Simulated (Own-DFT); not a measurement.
GaN (wurtzite, atoms displaced) (calculated)

A calculation, not a measurement: plane-wave PBE density functional theory by an unreviewed code, no spin, of a simulated periodic cell, stress positive in tension, free energy of the whole cell less one offset for each atom, forces on such cells passed a denser k mesh, this cell's mesh not checked; offsets are fitted by least squares, one for each functional and potential file, so energies compare only between cells with the same atoms and settings and are not formation energies; the far tail of each file's local potential was reset to the Coulomb form; each entry is a single point on an unrelaxed cell, so the pressure reflects the starting lattice, mostly measured values (interpolated for alloys), from which strain is counted, and rises with the displacements; printed positions are rounded, which can move forces by about a meV/angstrom; the program, named Own-DFT, is a retired in-house code; no spin-orbit coupling. Program: Own-DFT development build.

Settings shared by all entries: functional PBE; potential files PseudoDojo norm-conserving, scalar-relativistic, standard set; wave cutoff 42 hartree; occupations Fermi-Dirac; smearing width 0.1 eV; hardware one NVIDIA H200; k mesh 3 x 4 x 3 centred on Gamma.

(1) GaN (wurtzite, atoms displaced)

```
GaN
1.0
     12.7560     0.0000     0.0000
     -4.7835     8.2853     0.0000
      0.0000     0.0000    10.3700
Ga N Ga N Ga N Ga N Ga N Ga N Ga N Ga N Ga N Ga N Ga N Ga N Ga N Ga N Ga N Ga N Ga N Ga N Ga N Ga N Ga N Ga N Ga N Ga N
2 2 2 2 2 2 2 2 2 2 2 2 2 2 2 2 2 2 2 2 2 2 2 2 2 2 2 2 2 2 2 2 2 2 2 2 2 2 2 2 2 2 2 2 2 2 2 2
Direct
  0.07680 0.22434 0.00315
  0.16870 0.10272 0.25901
  0.08608 0.21891 0.19035
  0.16367 0.11117 0.43241
  0.08333 0.21724 0.49284
  0.16889 0.12258 0.74426
  0.09041 0.22058 0.69086
  0.16919 0.11121 0.94060
  0.09052 0.55990 0.99988
  0.16140 0.44358 0.25242
  0.08701 0.55874 0.18913
  0.16144 0.43925 0.43774
  0.08795 0.56142 0.50104
  0.16797 0.44601 0.74753
  0.08464 0.55509 0.69329
  0.16742 0.44972 0.94211
  0.08235 0.88804 0.00048
  0.16698 0.78059 0.25413
  0.08594 0.89407 0.19738
  0.16478 0.77899 0.43765
  0.08329 0.88447 0.49838
  0.16567 0.77455 0.74957
  0.07686 0.88627 0.69575
  0.16634 0.77698 0.93543
  0.33411 0.22075 0.99547
  0.42018 0.10558 0.23969
  0.34032 0.22248 0.18725
  0.41440 0.10877 0.43991
  0.34200 0.22418 0.50501
  0.41426 0.11582 0.74306
  0.32553 0.21655 0.69063
  0.42118 0.11911 0.93534
  0.33400 0.54756 0.00231
  0.41237 0.44918 0.24487
  0.33215 0.54999 0.19529
  0.40927 0.42767 0.44122
  0.33334 0.55030 0.49593
  0.41558 0.44951 0.75482
  0.33357 0.55551 0.69615
  0.42429 0.44062 0.93583
  0.33688 0.89326 0.99960
  0.41145 0.77444 0.25150
  0.33085 0.88291 0.18788
  0.41439 0.77860 0.43976
  0.33445 0.88789 0.50611
  0.41402 0.77560 0.74404
  0.32504 0.88390 0.69142
  0.42405 0.78056 0.93924
  0.58068 0.22130 0.99863
  0.66505 0.11576 0.25130
  0.57976 0.22621 0.20203
  0.66361 0.11187 0.44620
  0.58801 0.23204 0.49679
  0.67406 0.11408 0.75274
  0.59284 0.22610 0.69516
  0.66797 0.11715 0.93209
  0.57287 0.54150 0.00527
  0.66170 0.45051 0.25100
  0.58462 0.55911 0.18634
  0.65990 0.43466 0.43213
  0.58496 0.55451 0.50176
  0.66893 0.44814 0.75113
  0.58583 0.56337 0.68840
  0.66845 0.44865 0.93348
  0.58837 0.89314 0.00662
  0.67077 0.78217 0.26503
  0.57826 0.88241 0.18837
  0.67086 0.78373 0.43955
  0.58273 0.89092 0.49993
  0.65819 0.77260 0.75268
  0.58317 0.88825 0.69232
  0.65832 0.77379 0.93631
  0.83929 0.22459 0.00078
  0.90955 0.10129 0.25395
  0.83545 0.22148 0.18505
  0.92038 0.11412 0.44059
  0.83972 0.21544 0.50096
  0.92178 0.12013 0.75587
  0.84087 0.22793 0.69125
  0.91885 0.12137 0.94137
  0.83731 0.56232 0.99927
  0.90842 0.43700 0.25410
  0.83063 0.55407 0.18737
  0.92171 0.45015 0.43849
  0.82873 0.55841 0.49678
  0.91846 0.44305 0.74660
  0.83484 0.55124 0.68603
  0.92509 0.44424 0.93113
  0.83846 0.89764 0.99637
  0.91410 0.77750 0.24740
  0.83604 0.88894 0.18443
  0.91506 0.78334 0.43474
  0.82399 0.88907 0.49923
  0.91452 0.78374 0.75219
  0.83080 0.89073 0.68686
  0.91107 0.77201 0.94586
```

- free energy of cell above offsets: 24.250 eV
- pressure: 7.41 GPa
- stress xx: -7.88 GPa
- stress yy: -6.96 GPa
- stress zz: -7.4 GPa
- stress yz: 0.13 GPa
- stress xz: -0.4 GPa
- stress xy: 1.12 GPa
- wall time: 1163 s

Force:
| element | x (eV/Å) | y (eV/Å) | z (eV/Å) |
| --- | --- | --- | --- |
| Ga | 2.52 | 0.44 | 0.577 |
| Ga | 0.002 | 2.051 | -2.536 |
| N | -0.873 | -0.067 | 0.374 |
| N | 1.339 | -0.429 | 2.835 |
| Ga | 0.323 | 0.564 | 1.188 |
| Ga | 0.853 | -3.266 | 2.233 |
| N | -3.154 | 1.499 | -1.358 |
| N | -1.194 | 0.205 | -0.537 |
| Ga | -1.198 | 0.229 | 0.454 |
| Ga | 0.485 | -0.778 | -0.521 |
| N | -1.119 | -0.099 | 0.043 |
| N | 0.657 | 0.733 | 0.654 |
| Ga | -0.4 | -0.639 | 0.262 |
| Ga | -0.181 | -0.391 | 0.827 |
| N | 0.236 | -0.017 | -1.27 |
| N | 1.406 | -0.99 | -0.762 |
| Ga | 0.41 | 0.333 | 0.271 |
| Ga | -0.149 | -0.59 | -0.792 |
| N | -0.176 | -1.686 | -1.57 |
| N | 1.119 | 0.031 | 0.664 |
| Ga | -1.277 | 0.783 | 0.934 |
| Ga | -1.52 | 0.243 | 0.54 |
| N | 1.091 | 0.623 | -1.171 |
| N | 0.208 | 0.719 | 0.776 |
| Ga | -0.432 | -0.436 | 1.036 |
| Ga | -2.061 | -0.23 | 1.831 |
| N | -0.87 | 0.016 | -0.167 |
| N | 0.994 | -0.339 | -0.174 |
| Ga | -1.466 | -1.872 | -0.374 |
| Ga | 1.544 | -0.46 | 0.804 |
| N | 1.742 | 1.858 | -0.498 |
| N | -0.291 | -1.213 | -0.187 |
| Ga | -0.286 | 1.137 | -0.246 |
| Ga | 2.43 | -1.991 | 1.274 |
| N | -1.656 | 1.043 | -1.082 |
| N | 0.468 | 3.244 | -0.861 |
| Ga | -0.436 | -0.149 | 0.629 |
| Ga | 1.003 | -0.618 | -1.013 |
| N | -0.102 | -0.13 | -1.617 |
| N | -2.814 | -0.607 | 0.125 |
| Ga | 0.075 | -0.689 | -0.781 |
| Ga | 0.588 | -0.003 | -0.264 |
| N | -0.016 | 0.415 | -0.152 |
| N | 0.657 | -0.744 | 0.128 |
| Ga | -0.799 | 0.493 | -0.667 |
| Ga | 0.205 | 0.97 | 1.566 |
| N | 1.391 | 0.974 | -0.359 |
| N | -1.085 | -0.605 | -0.023 |
| Ga | 1.077 | 0.992 | 0.107 |
| Ga | 0.46 | -0.683 | 0.17 |
| N | 1.995 | 0.368 | -2.263 |
| N | 1.44 | 0.158 | -1.074 |
| Ga | -0.446 | -2.472 | 1.649 |
| Ga | -0.433 | -0.36 | -0.923 |
| N | -1.735 | -0.242 | -1.435 |
| N | 0.698 | -0.268 | 2.308 |
| Ga | 2.699 | 2.581 | -0.526 |
| Ga | 0.94 | -0.336 | -0.894 |
| N | -0.971 | 0.556 | 1.272 |
| N | 0.077 | 2.833 | 0.734 |
| Ga | -0.796 | -0.37 | -0.085 |
| Ga | 0.212 | -0.031 | -0.327 |
| N | -0.138 | -1.797 | -0.554 |
| N | 0.013 | -0.28 | 1.556 |
| Ga | -0.363 | -0.012 | -1.297 |
| Ga | -0.516 | -0.288 | -3.97 |
| N | 0.535 | 0.938 | 1.566 |
| N | -1.939 | -1.558 | 0.97 |
| Ga | -0.443 | 0.01 | 0.825 |
| Ga | 0.979 | 1.323 | 0.374 |
| N | -0.576 | 0.457 | -1.215 |
| N | 1.547 | 0.15 | 0.938 |
| Ga | -2.198 | 1.007 | -0.346 |
| Ga | 1.28 | 1.322 | -0.7 |
| N | -0.716 | -0.521 | 0.936 |
| N | -0.299 | -1.323 | -0.624 |
| Ga | -2.111 | 1.728 | 0.538 |
| Ga | 0.455 | -0.902 | -1.048 |
| N | -0.106 | -1.082 | -0.854 |
| N | 0.583 | -1.684 | -0.76 |
| Ga | 0.158 | -2.473 | 0.034 |
| Ga | 0.998 | 1.184 | -0.579 |
| N | -0.029 | -0.193 | 0.285 |
| N | -0.78 | -0.825 | 0.487 |
| Ga | 1.08 | -0.058 | 0.257 |
| Ga | -0.315 | 0.84 | 0.3 |
| N | -0.764 | 0.982 | -0.043 |
| N | -1.061 | 0.416 | 1.334 |
| Ga | -1.391 | -1.34 | 0.109 |
| Ga | 0.901 | -0.098 | 0.225 |
| N | -1.154 | -0.135 | 0.424 |
| N | -0.4 | -0.498 | 0.459 |
| Ga | 3.208 | 0.955 | 1.332 |
| Ga | 0.059 | -1.062 | -0.2 |
| N | -0.388 | 0.38 | 0.694 |
| N | 0.481 | 2.146 | -1.209 |

(2) GaN (wurtzite, atoms displaced)

```
GaN
1.0
     12.7560     0.0000     0.0000
     -4.7835     8.2853     0.0000
      0.0000     0.0000    10.3700
Ga N Ga N Ga N Ga N Ga N Ga N Ga N Ga N Ga N Ga N Ga N Ga N Ga N Ga N Ga N Ga N Ga N Ga N Ga N Ga N Ga N Ga N Ga N Ga N
2 2 2 2 2 2 2 2 2 2 2 2 2 2 2 2 2 2 2 2 2 2 2 2 2 2 2 2 2 2 2 2 2 2 2 2 2 2 2 2 2 2 2 2 2 2 2 2
Direct
  0.08621 0.22154 0.00370
  0.16408 0.11168 0.24969
  0.09054 0.22233 0.19509
  0.16703 0.11646 0.44499
  0.08315 0.22863 0.49472
  0.16211 0.11701 0.75447
  0.08872 0.22706 0.68329
  0.16959 0.11752 0.94088
  0.08028 0.54913 0.00154
  0.16861 0.45555 0.25470
  0.08226 0.55059 0.18657
  0.16245 0.44276 0.43866
  0.08010 0.55443 0.50363
  0.16746 0.44300 0.73208
  0.08604 0.55070 0.68535
  0.16982 0.45490 0.93642
  0.08439 0.88243 0.99554
  0.16368 0.78060 0.25399
  0.07582 0.89516 0.18938
  0.17209 0.78245 0.44207
  0.08817 0.88661 0.50197
  0.17058 0.77472 0.75414
  0.08605 0.88750 0.68613
  0.17284 0.78430 0.93879
  0.32857 0.21666 0.99605
  0.42516 0.11414 0.25036
  0.32547 0.21594 0.19469
  0.41564 0.10165 0.43952
  0.33528 0.22414 0.50125
  0.41784 0.11026 0.75540
  0.33128 0.21005 0.67945
  0.42290 0.11470 0.93853
  0.33713 0.55968 0.99773
  0.41307 0.43472 0.24778
  0.33685 0.55143 0.18443
  0.41869 0.44577 0.42826
  0.33108 0.55697 0.51256
  0.41622 0.43588 0.73695
  0.33193 0.55784 0.68448
  0.41761 0.44603 0.94224
  0.34058 0.89695 0.99944
  0.41929 0.77374 0.24851
  0.33781 0.88672 0.19502
  0.42223 0.78562 0.43642
  0.33619 0.88510 0.49238
  0.41982 0.77529 0.74620
  0.33694 0.89485 0.68033
  0.41701 0.78490 0.93619
  0.58326 0.22029 0.00227
  0.66884 0.11653 0.25079
  0.57952 0.22848 0.18311
  0.66952 0.11414 0.44094
  0.58389 0.23081 0.50230
  0.66738 0.11353 0.75569
  0.58403 0.20942 0.68086
  0.66296 0.10847 0.93944
  0.57842 0.54484 0.99667
  0.67278 0.44718 0.24825
  0.58380 0.55662 0.18439
  0.66217 0.44198 0.44568
  0.58283 0.56025 0.50170
  0.66407 0.44832 0.75162
  0.58973 0.55939 0.67980
  0.66924 0.44122 0.94336
  0.58869 0.89701 0.00401
  0.66592 0.76537 0.25373
  0.59133 0.89683 0.17855
  0.66225 0.76746 0.43218
  0.57602 0.88253 0.49633
  0.67149 0.79308 0.75707
  0.58960 0.89467 0.68932
  0.67220 0.78019 0.93257
  0.83488 0.22185 0.00265
  0.91557 0.11110 0.25125
  0.83650 0.22090 0.18840
  0.92068 0.11607 0.43583
  0.83508 0.23487 0.50269
  0.91367 0.09808 0.75109
  0.82958 0.21460 0.69207
  0.92028 0.10801 0.93399
  0.84177 0.56192 0.99901
  0.91557 0.44723 0.24893
  0.84202 0.55158 0.19128
  0.91912 0.44434 0.43786
  0.84227 0.56579 0.50288
  0.91088 0.44334 0.75047
  0.83939 0.55141 0.68976
  0.92219 0.44410 0.93284
  0.83707 0.88808 0.00501
  0.91827 0.77277 0.25709
  0.83685 0.89438 0.18630
  0.91854 0.78935 0.43418
  0.83693 0.89265 0.49426
  0.91100 0.77487 0.74541
  0.82885 0.88995 0.69391
  0.90441 0.76772 0.94217
```

- free energy of cell above offsets: 25.047 eV
- pressure: 7.68 GPa
- stress xx: -7.06 GPa
- stress yy: -6.63 GPa
- stress zz: -9.35 GPa
- stress yz: 0.28 GPa
- stress xz: -0.76 GPa
- stress xy: 0.82 GPa
- wall time: 1155 s

Force:
| element | x (eV/Å) | y (eV/Å) | z (eV/Å) |
| --- | --- | --- | --- |
| Ga | -0.823 | 1.317 | 0.212 |
| Ga | 0.768 | -0.44 | 1.7 |
| N | -2.558 | 1.304 | -0.996 |
| N | 0.371 | -0.784 | -0.808 |
| Ga | 0.772 | -1.289 | 0.364 |
| Ga | 1.447 | -1.04 | -1.039 |
| N | -1.165 | -1.105 | 0.083 |
| N | -0.457 | -1.606 | -0.755 |
| Ga | 1.049 | 1.013 | -0.47 |
| Ga | 1.376 | -1.216 | -0.881 |
| N | -0.771 | 1.187 | 0.536 |
| N | 0.519 | 1.677 | 0.392 |
| Ga | 0.673 | 0.651 | -0.644 |
| Ga | -0.469 | -0.041 | 3.003 |
| N | -1.591 | 0.758 | 0.565 |
| N | 0.728 | -1.309 | -0.644 |
| Ga | -1.252 | 0.648 | 0.628 |
| Ga | 0.527 | 0.216 | -0.851 |
| N | 1.974 | -1.154 | -0.711 |
| N | -0.745 | -1.397 | -0.807 |
| Ga | -0.694 | 1.614 | -0.107 |
| Ga | 0 | 0.348 | -1.131 |
| N | -0.896 | -0.123 | 1.36 |
| N | -0.136 | -0.745 | 0.387 |
| Ga | 1.245 | 1.065 | 1.443 |
| Ga | -2.134 | -0.837 | 0.797 |
| N | 1.889 | -0.278 | -1.522 |
| N | -0.173 | 1.82 | -0.583 |
| Ga | 0.113 | -0.57 | -2.006 |
| Ga | 0.56 | -0.28 | -1.602 |
| N | -0.451 | 1.068 | 2.373 |
| N | -1.279 | 0.117 | 0.156 |
| Ga | -0.812 | 0.181 | -0.111 |
| Ga | 0.197 | 0.663 | -0.572 |
| N | -0.833 | 0.584 | 0.612 |
| N | -0.664 | 0.135 | 2.443 |
| Ga | 0.62 | -0.13 | -4.548 |
| Ga | 0.153 | 0.499 | 1.298 |
| N | 1.5 | -0.389 | 1.968 |
| N | -0.312 | -1.044 | -1.866 |
| Ga | -0.39 | -0.835 | 0.978 |
| Ga | 0.627 | 0.091 | -0.543 |
| N | -1.012 | 0.215 | -0.93 |
| N | -0.725 | -2.409 | -0.419 |
| Ga | -0.424 | 0.866 | 1.138 |
| Ga | -0.55 | 1.506 | 0.621 |
| N | 0.257 | -1.193 | 1.098 |
| N | 1.196 | -0.525 | -0.215 |
| Ga | 0.423 | 0.567 | -0.6 |
| Ga | -0.013 | -0.479 | 0.183 |
| N | 1.98 | 0.208 | 0.875 |
| N | -0.361 | -0.14 | -0.657 |
| Ga | 0.356 | -1.992 | -0.674 |
| Ga | 0.105 | -0.396 | -0.718 |
| N | -1.33 | 1.78 | 2.084 |
| N | 0.898 | 1.211 | 0.231 |
| Ga | 0.818 | 1.688 | 0.27 |
| Ga | -0.96 | 0.094 | 0.606 |
| N | 0.525 | -1.116 | 0.07 |
| N | 1.315 | 1.776 | -1.474 |
| Ga | 0.111 | -1.118 | -1.317 |
| Ga | 1.195 | -1.215 | -0.139 |
| N | -1.153 | 0.232 | 2.034 |
| N | 0.076 | 0.325 | -0.854 |
| Ga | 0.119 | -1.66 | -1.931 |
| Ga | -0.381 | 1.79 | -1.826 |
| N | -0.314 | -0.694 | 3.049 |
| N | 0.22 | 1.99 | 1.323 |
| Ga | 2.418 | 1.865 | 0.924 |
| Ga | -0.546 | -1.682 | -1.201 |
| N | -0.927 | -0.776 | -0.745 |
| N | -0.698 | -0.499 | 2.22 |
| Ga | 0.185 | -0.318 | -0.847 |
| Ga | 1.067 | 0.165 | -0.237 |
| N | -0.812 | 0.775 | -0.076 |
| N | -1.205 | -0.234 | 0.705 |
| Ga | 0.369 | -2.269 | 0.363 |
| Ga | -0.042 | 2.848 | -0.262 |
| N | 0.773 | 0.945 | -0.242 |
| N | -0.257 | 0.313 | 1.198 |
| Ga | -0.374 | -2.174 | 0.47 |
| Ga | 2.531 | -1.696 | 0.76 |
| N | -2.667 | 1.302 | -0.943 |
| N | -0.79 | 1.264 | -0.273 |
| Ga | -1.11 | -0.905 | -0.514 |
| Ga | 2.801 | -1.403 | 0.047 |
| N | -2.579 | 1.22 | -0.691 |
| N | -1.22 | -0.177 | 1.024 |
| Ga | -1.228 | 0.342 | -0.427 |
| Ga | -1.121 | 0.682 | -1.947 |
| N | 0.04 | -1.333 | 1.281 |
| N | 1.321 | -1.403 | 1.729 |
| Ga | -1.702 | 0.511 | 0.82 |
| Ga | 0.986 | 0.341 | 0.762 |
| N | 1.661 | -1.097 | -2.274 |
| N | 2.253 | 1.735 | -1.552 |
